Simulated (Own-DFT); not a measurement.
Al₃GaN₄ (wurtzite random alloy, strained, atoms displaced) (calculated)

All values are calculated (Own-DFT development build). A calculation, not a measurement: plane-wave PBE density functional theory by an unreviewed code, no spin, of a simulated periodic cell, stress positive in tension, free energy of the whole cell less one offset for each atom, forces on such cells passed a denser k mesh, this cell's mesh not checked; offsets are fitted by least squares, one for each functional and potential file, so energies compare only between cells with the same atoms and settings and are not formation energies; the far tail of each file's local potential was reset to the Coulomb form; each entry is a single point on an unrelaxed cell, so the pressure reflects the starting lattice, mostly measured values, from which strain is counted, and rises with the displacements; printed positions are rounded, which can move forces by about a meV/angstrom; the program is a retired in-house code; no spin-orbit coupling.

## Al₃GaN₄ (wurtzite random alloy, strained, atoms displaced)

```
CELL_PARAMETERS angstrom
9.67560 0.00000 0.00000
-4.83780 8.37930 0.00000
0.00000 0.00000 10.06550
ATOMIC_POSITIONS crystal
Ga 0.10816 0.21799 0.00076
Al 0.22114 0.11575 0.24281
N 0.10683 0.22622 0.18220
N 0.22751 0.11141 0.43518
Al 0.11568 0.22517 0.49522
Al 0.21665 0.10362 0.75577
N 0.10683 0.22380 0.69119
N 0.22592 0.11175 0.93508
Al 0.10035 0.55384 0.00935
Al 0.22781 0.44005 0.25249
N 0.11075 0.55489 0.18682
N 0.22394 0.43931 0.43543
Al 0.11297 0.55266 0.49631
Al 0.22288 0.44257 0.75582
N 0.11291 0.55518 0.69460
N 0.21827 0.43660 0.93634
Ga 0.11014 0.89570 0.99529
Al 0.22507 0.77897 0.24813
N 0.10902 0.88618 0.19083
N 0.21696 0.76947 0.44175
Al 0.11583 0.89609 0.49739
Al 0.21531 0.77689 0.75241
N 0.12165 0.89843 0.69099
N 0.22144 0.77467 0.94538
Al 0.44097 0.21450 0.99327
Ga 0.57129 0.11530 0.24642
N 0.44599 0.21909 0.18607
N 0.55916 0.12297 0.44329
Al 0.44291 0.20989 0.50264
Al 0.55256 0.10675 0.74768
N 0.44223 0.22354 0.68937
N 0.55769 0.09973 0.94155
Al 0.43730 0.55676 0.00259
Ga 0.57007 0.45611 0.25445
N 0.45237 0.55920 0.18770
N 0.55945 0.44516 0.44286
Al 0.43855 0.54811 0.50213
Al 0.56252 0.45188 0.74925
N 0.44243 0.54737 0.68994
N 0.55527 0.43261 0.93325
Al 0.44403 0.89459 0.99996
Ga 0.54209 0.76552 0.24578
N 0.44848 0.89288 0.19297
N 0.55473 0.78246 0.43123
Ga 0.45180 0.89475 0.50221
Ga 0.55910 0.77903 0.74452
N 0.43948 0.88595 0.69706
N 0.55094 0.76968 0.93148
Al 0.75529 0.20252 0.00025
Al 0.88367 0.11644 0.25149
N 0.78130 0.21846 0.19730
N 0.88649 0.11211 0.45162
Al 0.77680 0.21528 0.49651
Al 0.88485 0.10222 0.75328
N 0.78074 0.21715 0.69314
N 0.88713 0.10874 0.94606
Al 0.78155 0.54910 0.00292
Al 0.90118 0.44571 0.25482
N 0.78212 0.55638 0.18844
N 0.88934 0.44668 0.44045
Ga 0.78037 0.55588 0.49562
Al 0.88926 0.44815 0.75414
N 0.77818 0.55791 0.69181
N 0.88397 0.44787 0.93516
Ga 0.77649 0.88659 0.00029
Al 0.88109 0.77392 0.24093
N 0.78534 0.89287 0.19123
N 0.88987 0.77053 0.42549
Al 0.77926 0.88489 0.50229
Al 0.88767 0.77456 0.75947
N 0.78143 0.89764 0.69069
N 0.89217 0.76994 0.94076
```

* functional: PBE
* potential files: PseudoDojo norm-conserving, scalar-relativistic, standard set with the stringent files for Ga
* wave cutoff: 96 hartree
* occupations: Gaussian
* smearing width: 0.01 eV
* k mesh: 4 x 4 x 3 centred on Gamma

To be estimated
1. Give the missing stress yy for Al₃GaN₄ (wurtzite random alloy, strained, atoms displaced).
2. Give the table of force values for Al₃GaN₄ (wurtzite random alloy, strained, atoms displaced).

Calculated values
1. 8.24 GPa
2. 
Force:
| element | x (eV/Å) | y (eV/Å) | z (eV/Å) |
| --- | --- | --- | --- |
| Ga | -0.07 | 0.502 | -1.757 |
| Al | 0.831 | -0.803 | 0.223 |
| N | 0.604 | -0.198 | 3.395 |
| N | -0.772 | 0.281 | 0.16 |
| Al | -0.179 | -1.017 | 1.32 |
| Al | -0.082 | 2.152 | -2.229 |
| N | 0.847 | -0.596 | -0.023 |
| N | -0.019 | 0.159 | 1.087 |
| Al | 0.843 | -0.169 | -2.96 |
| Al | -0.513 | 0.418 | -1.606 |
| N | 0.929 | -0.058 | 2.118 |
| N | -0.362 | 0.456 | 0.606 |
| Al | -0.426 | 0.137 | 1.108 |
| Al | -0.424 | -0.184 | -1.405 |
| N | -0.25 | 0.071 | -0.577 |
| N | -0.313 | 1.495 | 1.863 |
| Ga | 1.05 | -1.034 | 1.06 |
| Al | -0.626 | 0.353 | 0.198 |
| N | -0.069 | 0.591 | 0.316 |
| N | -0.03 | 0.846 | -0.461 |
| Al | -0.029 | -1.258 | -0.505 |
| Al | 1.019 | -0.503 | -0.122 |
| N | -1.124 | -1.596 | -0.174 |
| N | 0.197 | 0.05 | -0.32 |
| Al | 0.454 | 1.103 | 0.516 |
| Ga | -2.993 | -0.609 | 1.07 |
| N | -0.54 | 0.221 | -0.314 |
| N | 1.403 | -1.034 | -0.166 |
| Al | -1.29 | 1.923 | -0.162 |
| Al | 0.36 | 0.75 | -0.325 |
| N | 0.504 | -0.588 | 0.753 |
| N | -2.401 | 0.43 | -0.854 |
| Al | 1.033 | -0.915 | -1.711 |
| Ga | -0.448 | -1.786 | -0.778 |
| N | -1.233 | -2.063 | -0.248 |
| N | -1.298 | -0.714 | 0.667 |
| Al | 0.838 | 0.696 | -0.342 |
| Al | -0.284 | -1.332 | -0.368 |
| N | -0.355 | 0.389 | -0.314 |
| N | -0.314 | 1.012 | 1.449 |
| Al | 0.281 | -2.299 | -0.048 |
| Ga | 1.022 | 2.504 | 0.001 |
| N | -0.77 | -0.724 | -1.075 |
| N | 1.18 | -1.035 | 2.619 |
| Ga | -0.875 | -0.555 | -0.333 |
| Ga | -0.58 | -0.69 | -0.191 |
| N | -0.363 | 0.493 | -0.231 |
| N | -0.505 | 0.402 | 2.325 |
| Al | 3.208 | 2.566 | 0.134 |
| Al | 2.277 | -1.681 | 0.493 |
| N | 0.263 | 2.082 | -1.703 |
| N | 1.153 | -0.447 | -1.957 |
| Al | -0.567 | 1.394 | 1.593 |
| Al | -0.026 | 2.299 | -0.269 |
| N | -1.114 | 0.34 | 0.041 |
| N | -1.028 | -0.029 | -0.941 |
| Al | -1.6 | -0.043 | -0.823 |
| Al | -1.453 | 0.061 | -0.558 |
| N | 1.231 | -0.081 | 0.012 |
| N | 1.66 | -1.269 | -0.092 |
| Ga | -0.098 | 0.283 | 0.663 |
| Al | 0.52 | -0.855 | -1.609 |
| N | 0.441 | 0.476 | 0.41 |
| N | 1.145 | -1.26 | 1.998 |
| Ga | -0.132 | -0.522 | -0.161 |
| Al | 1.321 | 0.689 | 0.17 |
| N | -0.852 | 0.137 | 0.479 |
| N | -0.542 | 1.848 | 2.049 |
| Al | -0.001 | 0.061 | -1.288 |
| Al | 0.111 | 0.308 | -2.001 |
| N | 1.309 | -1.868 | -0.255 |
| N | -1.085 | -0.162 | 0.363 |

Further results for Al₃GaN₄ (wurtzite random alloy, strained, atoms displaced):

- free energy of cell above offsets: -22.422 eV
- pressure: -4.69 GPa
- stress xx: 8.94 GPa
- stress zz: -3.11 GPa
- stress yz: -0.08 GPa
- stress xz: -0.04 GPa
- stress xy: -0.25 GPa
